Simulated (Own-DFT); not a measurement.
Simulation results for GaP (zincblende, atoms displaced)

A calculation, not a measurement: plane-wave PBE density functional theory by an unreviewed code, no spin, of a simulated periodic cell, stress positive in tension, free energy of the whole cell less one offset for each atom, forces on such cells passed a denser k mesh, this cell's mesh not checked; offsets are fitted by least squares, one for each functional and potential file, so energies compare only between cells with the same atoms and settings and are not formation energies; the far tail of each file's local potential was reset to the Coulomb form; each entry is a single point on an unrelaxed cell, so the pressure reflects the starting lattice, mostly measured values (interpolated for alloys), from which strain is counted, and rises with the displacements; printed positions are rounded, which can move forces by about a meV/angstrom; the program, named Own-DFT, is a retired in-house code; no spin-orbit coupling. Program: Own-DFT development build.

Settings shared by all entries: functional PBE; potential files PseudoDojo norm-conserving, scalar-relativistic, standard set; wave cutoff 42 hartree; occupations Fermi-Dirac; smearing width 0.1 eV; hardware one NVIDIA H200; k mesh 2 x 3 x 3 centred on Gamma.

(1) GaP (zincblende, atoms displaced)

```
GaP
1.0
     16.3515     0.0000     0.0000
      0.0000    10.9010     0.0000
      0.0000     0.0000    10.9010
Ga P Ga P Ga P Ga P Ga P Ga P Ga P Ga P Ga P Ga P Ga P Ga P
4 4 4 4 4 4 4 4 4 4 4 4 4 4 4 4 4 4 4 4 4 4 4 4
Direct
  0.01781 0.99784 0.99585
  0.99270 0.24711 0.25641
  0.16559 0.00730 0.24423
  0.16246 0.25358 0.98218
  0.09491 0.13932 0.11881
  0.08548 0.36605 0.39406
  0.24172 0.11171 0.36280
  0.24395 0.39013 0.13662
  0.00671 0.00402 0.48976
  0.01039 0.24421 0.75835
  0.18862 0.99180 0.73075
  0.17976 0.24618 0.50270
  0.07508 0.12292 0.62810
  0.05751 0.36931 0.84312
  0.25799 0.11570 0.87294
  0.24222 0.38015 0.61768
  0.99216 0.52242 0.00496
  0.99298 0.76692 0.27795
  0.17011 0.48896 0.23653
  0.17178 0.75107 0.01659
  0.09056 0.65290 0.12150
  0.09961 0.86611 0.38563
  0.26546 0.58058 0.35116
  0.24919 0.86918 0.13155
  0.00149 0.50147 0.48957
  0.00109 0.73493 0.73882
  0.16381 0.50993 0.75468
  0.17866 0.75945 0.50005
  0.09689 0.60497 0.60523
  0.05597 0.86994 0.87766
  0.26539 0.63424 0.86509
  0.23776 0.86390 0.61229
  0.32311 0.97726 0.00095
  0.32981 0.24341 0.23095
  0.48789 0.99705 0.26620
  0.48487 0.23574 0.99069
  0.41603 0.12370 0.12840
  0.42652 0.36628 0.37050
  0.57949 0.10072 0.38369
  0.58832 0.38818 0.11593
  0.33656 0.00820 0.52252
  0.34194 0.26533 0.76041
  0.48600 0.99308 0.73963
  0.48273 0.24511 0.48744
  0.42330 0.12486 0.62364
  0.41412 0.38824 0.86340
  0.58060 0.15628 0.85646
  0.58552 0.37942 0.62631
  0.34808 0.51715 0.00220
  0.33031 0.73912 0.25750
  0.49557 0.49062 0.25256
  0.49655 0.72112 0.00205
  0.41881 0.61915 0.12553
  0.41668 0.91304 0.36743
  0.58933 0.61213 0.38395
  0.57622 0.86070 0.09562
  0.33976 0.47011 0.48732
  0.33785 0.74500 0.75942
  0.50115 0.51530 0.75510
  0.50204 0.72619 0.48208
  0.41089 0.62369 0.64090
  0.42116 0.88400 0.88737
  0.58099 0.60725 0.87832
  0.57599 0.88692 0.61770
  0.67472 0.98114 0.01105
  0.65567 0.23024 0.25524
  0.82422 0.00750 0.26134
  0.83855 0.25754 0.00204
  0.73089 0.13010 0.11769
  0.74402 0.36381 0.37025
  0.91463 0.15992 0.36695
  0.91205 0.37209 0.11404
  0.66993 0.98796 0.50606
  0.67315 0.26011 0.76679
  0.83329 0.01156 0.76281
  0.84296 0.26351 0.48380
  0.72680 0.13075 0.63190
  0.75716 0.35797 0.87819
  0.91272 0.11294 0.88567
  0.90435 0.38283 0.62054
  0.66953 0.49975 0.00156
  0.67284 0.76100 0.23899
  0.84057 0.51315 0.23682
  0.83661 0.74790 0.98329
  0.75106 0.62252 0.11283
  0.75095 0.83684 0.36566
  0.91422 0.62698 0.38185
  0.90693 0.86678 0.13944
  0.66888 0.49100 0.50532
  0.67227 0.75166 0.77052
  0.82539 0.50143 0.74575
  0.82520 0.73691 0.48818
  0.76422 0.61918 0.62671
  0.75295 0.85861 0.84745
  0.91444 0.62477 0.86332
  0.91282 0.87771 0.64507
```

- free energy of cell above offsets: -16.226 eV
- pressure: 8.04 GPa
- stress xx: -7.49 GPa
- stress yy: -8.24 GPa
- stress zz: -8.4 GPa
- stress yz: -1.6 GPa
- stress xz: -0.06 GPa
- stress xy: -2.24 GPa
- wall time: 956.6 s

Force:
| element | x (eV/Å) | y (eV/Å) | z (eV/Å) |
| --- | --- | --- | --- |
| Ga | -2.913 | 3.043 | 3.562 |
| Ga | 4.344 | 3.16 | -3.572 |
| Ga | -1.124 | -1.831 | -0.923 |
| Ga | 0.762 | 1.238 | -0.737 |
| P | -2.202 | -0.996 | 0.765 |
| P | -0.129 | 0.122 | -2.488 |
| P | 2.963 | 2.063 | 2.365 |
| P | 4.645 | -4.38 | -6.043 |
| Ga | -1.226 | -0.427 | 0.764 |
| Ga | -7.119 | -8.374 | -6.084 |
| Ga | -3.823 | 2.735 | 2.572 |
| Ga | -1.996 | -1.508 | -0.38 |
| P | 2.747 | -0.554 | -0.67 |
| P | 7.093 | 9.947 | 8.034 |
| P | -0.426 | 0.892 | -0.314 |
| P | 2.105 | -0.053 | 1.686 |
| Ga | 0.857 | -0.739 | -0.123 |
| Ga | 0.729 | -0.226 | -1.156 |
| Ga | -5.99 | 3.441 | 3.593 |
| Ga | 1.015 | 1.326 | -4.381 |
| P | -3.345 | -3.853 | 2.911 |
| P | -2.601 | 1.969 | -2.226 |
| P | -0.536 | 2.643 | 1.697 |
| P | 0.096 | 0.198 | 1.28 |
| Ga | -0.891 | -0.867 | 0.969 |
| Ga | 0.296 | 0.049 | -0.882 |
| Ga | 0.618 | -1.102 | 0.555 |
| Ga | -2.48 | -6.831 | -3.637 |
| P | -1.046 | 2.683 | 0.246 |
| P | 4.87 | -3.287 | -2.732 |
| P | -4.132 | -2.373 | 3.436 |
| P | 7.1 | 2.065 | 3.34 |
| Ga | 1.233 | 1.652 | 0.282 |
| Ga | -0.856 | 0.584 | 1.419 |
| Ga | 7.247 | 4.566 | -7.376 |
| Ga | 1.709 | 1.773 | -0.426 |
| P | -0.501 | -1.262 | -0.913 |
| P | -2.817 | 0.162 | -2.206 |
| P | 0.124 | 1.49 | -0.311 |
| P | -2.209 | -2.491 | 1.627 |
| Ga | -1.709 | -0.781 | -1.948 |
| Ga | -2.247 | -2.004 | -2.409 |
| Ga | 2.717 | 0.315 | 1.215 |
| Ga | 4.48 | -1.74 | 1.974 |
| P | -2.084 | 1.932 | 1.192 |
| P | 1.469 | 0.595 | 2.57 |
| P | -2.129 | -3.733 | 1.82 |
| P | -1.244 | -0.613 | 0.514 |
| Ga | -2.967 | -2.293 | -1.624 |
| Ga | 0.924 | 1.188 | -0.102 |
| Ga | 2.647 | 1.018 | -0.996 |
| Ga | 0.936 | 1.393 | -1.562 |
| P | 0.276 | 1.273 | 3.206 |
| P | -7.259 | -8.544 | 6.627 |
| P | 0.263 | 0.17 | -2.609 |
| P | 0.404 | 0.939 | 2.786 |
| Ga | -0.381 | 1.235 | 2.044 |
| Ga | 1.433 | 3.735 | -1.906 |
| Ga | -0.148 | -2.079 | -2.265 |
| Ga | -1.179 | 2.388 | 2.135 |
| P | 0.741 | -0.472 | -3.2 |
| P | -0.351 | -1.825 | -0.475 |
| P | 2.071 | 2.108 | 0.533 |
| P | -0.042 | -2.925 | 0.774 |
| Ga | -0.826 | -0.212 | -2.53 |
| Ga | -0.834 | 1.601 | 0.268 |
| Ga | 0.006 | -0.032 | -0.822 |
| Ga | -1.077 | -2.922 | -0.583 |
| P | 2.836 | -0.215 | 0.497 |
| P | 0.479 | 0.874 | -0.818 |
| P | -1.224 | -6.989 | 1.202 |
| P | 2.452 | 1.905 | 2.169 |
| Ga | 0.176 | -0.41 | -0.644 |
| Ga | -1.413 | 0.708 | -2.287 |
| Ga | -1.634 | -0.149 | -2.21 |
| Ga | -3.53 | 1.184 | 2.619 |
| P | 3.645 | -0.705 | -0.901 |
| P | 0.112 | 3.47 | 0.373 |
| P | 1.728 | 1.663 | 1.163 |
| P | 2.46 | -0.312 | 0.524 |
| Ga | 0.847 | -0.749 | -0.992 |
| Ga | -3.46 | -2.457 | -2.727 |
| Ga | -1.133 | -1.186 | 0.605 |
| Ga | -0.425 | 0.368 | 1.043 |
| P | 0.584 | 1.124 | 0.273 |
| P | 0.32 | 5.369 | 1.703 |
| P | 1.142 | -0.92 | -0.936 |
| P | 0.826 | 1.456 | -0.663 |
| Ga | 0.997 | 0.024 | 0.298 |
| Ga | -5.288 | -4.068 | -4.444 |
| Ga | 1.573 | -2.166 | 2.259 |
| Ga | 2.041 | 0.529 | 2.884 |
| P | -4.241 | 1.466 | -1.063 |
| P | 3.719 | 4.703 | 4.905 |
| P | 0.093 | -0.707 | -0.03 |
| P | 0.232 | -0.177 | -2.949 |

(2) GaP (zincblende, atoms displaced)

```
GaP
1.0
     16.3515     0.0000     0.0000
      0.0000    10.9010     0.0000
      0.0000     0.0000    10.9010
Ga P Ga P Ga P Ga P Ga P Ga P Ga P Ga P Ga P Ga P Ga P Ga P
4 4 4 4 4 4 4 4 4 4 4 4 4 4 4 4 4 4 4 4 4 4 4 4
Direct
  0.99958 0.98829 0.97151
  0.99285 0.26033 0.24323
  0.16761 0.02095 0.25016
  0.15918 0.26341 0.99865
  0.09481 0.14545 0.10531
  0.08570 0.37589 0.36318
  0.25332 0.12454 0.37738
  0.24767 0.37151 0.12509
  0.97465 0.98578 0.48985
  0.99884 0.24720 0.77053
  0.17354 0.01865 0.75699
  0.16756 0.23200 0.51412
  0.09303 0.09744 0.64158
  0.08657 0.37245 0.86425
  0.25219 0.11987 0.84916
  0.25584 0.38139 0.62013
  0.00327 0.50507 0.98182
  0.01471 0.76034 0.23700
  0.16537 0.49785 0.24932
  0.16356 0.74415 0.98552
  0.06898 0.63289 0.12570
  0.07840 0.86842 0.37874
  0.24594 0.60811 0.38963
  0.24578 0.86764 0.11248
  0.01530 0.48594 0.50825
  0.01311 0.73102 0.76207
  0.17422 0.48491 0.75287
  0.16624 0.73643 0.49931
  0.07731 0.63113 0.63024
  0.08824 0.87577 0.87042
  0.26799 0.62961 0.87370
  0.23973 0.86374 0.59820
  0.33453 0.01020 0.98443
  0.33624 0.25922 0.23593
  0.49696 0.98817 0.25036
  0.48652 0.24698 0.00094
  0.41819 0.12834 0.10564
  0.41313 0.39858 0.38008
  0.57212 0.10448 0.35561
  0.58212 0.36775 0.10580
  0.32867 0.99410 0.51332
  0.32850 0.26038 0.73429
  0.48061 0.02941 0.75307
  0.49619 0.24658 0.53163
  0.42007 0.11437 0.61390
  0.41372 0.36265 0.87109
  0.58526 0.10694 0.89370
  0.58650 0.39784 0.63413
  0.32484 0.49159 0.00611
  0.33607 0.75718 0.26132
  0.49712 0.48108 0.22001
  0.49873 0.75561 0.99451
  0.42656 0.61737 0.12791
  0.42135 0.89479 0.37993
  0.58600 0.61797 0.37158
  0.57954 0.87146 0.10361
  0.32275 0.49240 0.52691
  0.32593 0.75982 0.76091
  0.49926 0.48689 0.76964
  0.50118 0.75190 0.49540
  0.41681 0.62865 0.58897
  0.42847 0.88611 0.87467
  0.59124 0.59983 0.87446
  0.56982 0.89916 0.60528
  0.66125 0.00461 0.97677
  0.66303 0.25607 0.25293
  0.83829 0.97592 0.25382
  0.82997 0.22268 0.01385
  0.74647 0.12036 0.14205
  0.74909 0.38166 0.38676
  0.91911 0.14212 0.38566
  0.91348 0.39691 0.12389
  0.65763 0.98847 0.51119
  0.68048 0.25287 0.75623
  0.82561 0.02074 0.74171
  0.82037 0.24169 0.50057
  0.74761 0.11268 0.62982
  0.74555 0.37588 0.87622
  0.92641 0.14192 0.86654
  0.91813 0.36719 0.60674
  0.66369 0.52272 0.00732
  0.66002 0.75832 0.25288
  0.84241 0.49806 0.25386
  0.83100 0.73605 0.99842
  0.74040 0.62274 0.13260
  0.76600 0.87515 0.35887
  0.92430 0.62943 0.36779
  0.92103 0.87624 0.14548
  0.67429 0.49983 0.50250
  0.65237 0.75680 0.74489
  0.83853 0.49166 0.72902
  0.82570 0.76054 0.50210
  0.76185 0.61196 0.61661
  0.74175 0.88269 0.88595
  0.92938 0.64209 0.87997
  0.91827 0.85774 0.61837
```

* stress xx: —
* stress yy: —

## Withheld values
1. Estimate the stress xx of GaP (zincblende, atoms displaced) (entry 2).
2. Estimate the stress yy of GaP (zincblende, atoms displaced) (entry 2).

Calculated values
1. -7.85 GPa
2. -7.4 GPa

Further results for GaP (zincblende, atoms displaced) (entry 2):

* free energy of cell above offsets: -21.262 eV
* pressure: 7.49 GPa
* stress zz: -7.21 GPa
* stress yz: 2.29 GPa
* stress xz: 0.35 GPa
* stress xy: -1.42 GPa
* wall time: 934.3 s

Force:
| element | x (eV/Å) | y (eV/Å) | z (eV/Å) |
| --- | --- | --- | --- |
| Ga | -0.803 | 1.149 | 2.474 |
| Ga | 0.784 | 0.075 | -0.46 |
| Ga | -0.507 | -1.713 | -0.537 |
| Ga | 3.163 | 1.285 | -2.112 |
| P | -3.949 | -3.8 | 3.061 |
| P | 0.156 | -1.603 | 1.546 |
| P | 0.903 | 0.723 | 0.056 |
| P | -0.962 | 0.506 | -0.41 |
| Ga | 2.416 | 0.328 | -0.195 |
| Ga | 3.456 | 2.938 | -5.841 |
| Ga | -0.967 | -6.14 | -0.85 |
| Ga | -0.475 | 0.593 | -0.946 |
| P | -4.739 | 3.253 | -3.485 |
| P | -0.342 | 1.132 | 0.688 |
| P | 3.523 | 3.949 | 4.058 |
| P | -5.325 | -4.669 | 2.739 |
| Ga | 0.019 | -0.611 | 1.511 |
| Ga | -2.382 | 0.832 | 2.725 |
| Ga | -0.057 | 1.217 | -0.529 |
| Ga | 0.39 | -0.707 | 1.266 |
| P | 3.978 | -3.272 | -2.809 |
| P | 1.194 | 1.74 | 0.203 |
| P | 0.585 | 0.741 | -1.583 |
| P | 0.769 | 1.139 | 0.873 |
| Ga | -1.401 | 0.975 | -1.286 |
| Ga | -0.752 | 3.502 | -0.363 |
| Ga | 0.036 | 2.466 | -0.322 |
| Ga | -2.016 | -0.599 | -1.366 |
| P | 2.88 | -2.665 | -1.34 |
| P | 0.987 | -0.184 | -1.323 |
| P | -3.335 | -2.267 | 1.173 |
| P | 1.597 | 1.575 | 4.032 |
| Ga | -0.619 | -1.074 | 0.626 |
| Ga | 0.959 | -0.727 | 1.827 |
| Ga | -0.201 | -0.189 | -3.857 |
| Ga | 3.432 | 1.152 | -1.808 |
| P | -2.215 | -2.272 | 3.6 |
| P | 0.169 | -2.117 | -0.297 |
| P | 2.786 | 3.315 | 2.962 |
| P | 0.761 | -0.297 | 0.299 |
| Ga | -0.067 | 0.033 | -1.739 |
| Ga | 1.447 | -1.855 | 0.827 |
| Ga | 3.95 | -1.994 | 2.632 |
| Ga | 2.25 | 2.837 | -3.331 |
| P | -4.104 | 1.606 | -0.356 |
| P | -1.256 | 0.655 | 0.17 |
| P | -5.866 | 6.81 | -5.678 |
| P | 0.046 | -2.881 | -0.232 |
| Ga | 2.098 | 0.743 | -0.037 |
| Ga | -0.238 | -0.549 | -0.35 |
| Ga | 1.177 | -0.247 | 2.866 |
| Ga | 0.213 | -2.468 | -0.326 |
| P | -2.729 | 2.111 | -1.443 |
| P | -1.985 | -2.342 | 0.659 |
| P | -0.251 | 0.23 | -0.114 |
| P | 1.086 | 1.017 | 2.311 |
| Ga | 4.558 | 4.696 | -5.33 |
| Ga | 2.394 | 1.902 | -3.289 |
| Ga | -0.527 | 1.198 | -1.598 |
| Ga | 0.874 | 0.165 | -1.7 |
| P | -0.627 | -0.419 | 4.2 |
| P | -2.382 | -0.931 | -0.708 |
| P | -2.865 | 3.984 | -2.3 |
| P | -2.383 | -3.28 | 4.207 |
| Ga | 4.007 | -3.381 | 6.343 |
| Ga | -0.4 | -0.321 | 0.376 |
| Ga | 1.604 | 5.989 | -1.613 |
| Ga | 0.544 | 2.287 | -0.707 |
| P | -0.059 | -1.328 | -0.491 |
| P | 0.389 | -1.382 | -2.166 |
| P | -0.762 | -0.842 | -1.296 |
| P | 0.944 | -2.886 | -2.312 |
| Ga | 3.523 | 2.366 | -4.09 |
| Ga | -2.577 | -0.729 | -0.667 |
| Ga | 3.673 | -3.734 | 3.028 |
| Ga | 0.699 | 0.237 | 0.042 |
| P | -2.959 | 2.447 | -2.928 |
| P | 2.387 | 1.013 | 1.528 |
| P | -5.238 | -4.854 | 3.809 |
| P | 0.56 | -0.793 | 1.462 |
| Ga | 1.364 | -3.465 | 1.037 |
| Ga | 0.156 | 0.045 | -0.302 |
| Ga | -1.716 | 1.686 | 1.472 |
| Ga | -0.413 | 1.24 | 1.086 |
| P | 2.283 | 0.746 | 0.971 |
| P | -5.829 | -2.555 | 3.909 |
| P | 0.145 | 0.103 | 0.998 |
| P | 0.976 | -0.685 | -4.52 |
| Ga | -1.579 | 1.244 | 0.014 |
| Ga | 0.823 | -0.115 | -0.248 |
| Ga | 0.722 | -0.519 | 2.167 |
| Ga | 1.187 | -1.798 | -0.776 |
| P | -1.884 | 2.493 | 0.418 |
| P | 2.585 | -1.978 | -2.349 |
| P | -3.157 | -1.839 | -0.213 |
| P | -0.713 | 0.61 | 2.675 |
